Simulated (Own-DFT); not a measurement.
# One host, several defects: C11b WSi2

The numbers are computed, not measured, by runs of the plane-wave DFT program Own-DFT (in-house, retired, unreviewed) at fixed positions, with no spin and no spin-orbit coupling.

All runs used: PBE; PseudoDojo norm-conserving scalar-relativistic files; cutoff 50 hartree; 5 x 5 x 5 k mesh centred on Gamma; cold (Marzari-Vanderbilt) smearing of 0.2 eV.

Limits: forces on such cells failed a check on a denser k mesh; stress not checked against mesh or cutoff.

All runs share one cell, with vectors in Å (-2.148, -5.953, 3.409); (-6.444, 2.976, 1.136); (-2.553, -2.948, -6.757) and a volume of 403.2 Å³. Atoms were moved at random from their sites; u is the rms move along one axis. The defect's site can differ from row to row.

```
              cell  formula   u (Å)  P (GPa)
         no defect  Si20W10  0.0206     4.46
         no defect  Si20W10  0.0208     4.40
         no defect  Si20W10  0.0476     6.05
one W on a Si site  Si19W11  0.0273     9.93
one W on a Si site  Si19W11  0.0282     9.92
one W on a Si site  Si19W11  0.0502    10.81
    one Si vacancy  Si19W10  0.0292     2.90
    one Si vacancy  Si19W10  0.0465     4.14
    one Si vacancy  Si19W10  0.0490     4.63
one Si on a W site   Si21W9  0.0268        ?
one Si on a W site   Si21W9  0.0289     6.01
one Si on a W site   Si21W9  0.0493     7.29
one Si on a W site   Si21W9  0.0494     7.03
```

## Worked fit

P = P0 + c u² + a shift for each defect gives P0 = 4.16 GPa, c = 774 ± 84 GPa/Å² and a scatter of 0.23 GPa. The shifts, and each times the cell's volume:

- one W on a Si site: 5.01 ± 0.19 GPa, 12.6 eV
- one Si on a W site: 1.14 ± 0.20 GPa, 2.9 eV
- one Si vacancy: -1.67 ± 0.20 GPa, -4.2 eV

A positive shift means that the defect pushes the cell outwards. Shift times volume (160.2 GPa Å³ is 1 eV) depends little on the cell's size, so, taken for each site, it can be compared between cells at like pressure. The atoms around the defects weren't relaxed, which would change these numbers.

## Withheld run

The question: what pressure belongs in the blank (one Si on a W site, u = 0.0268 Å)?

Estimate: 5.86 ± 0.28 GPa. DFT gave 6.03 GPa.
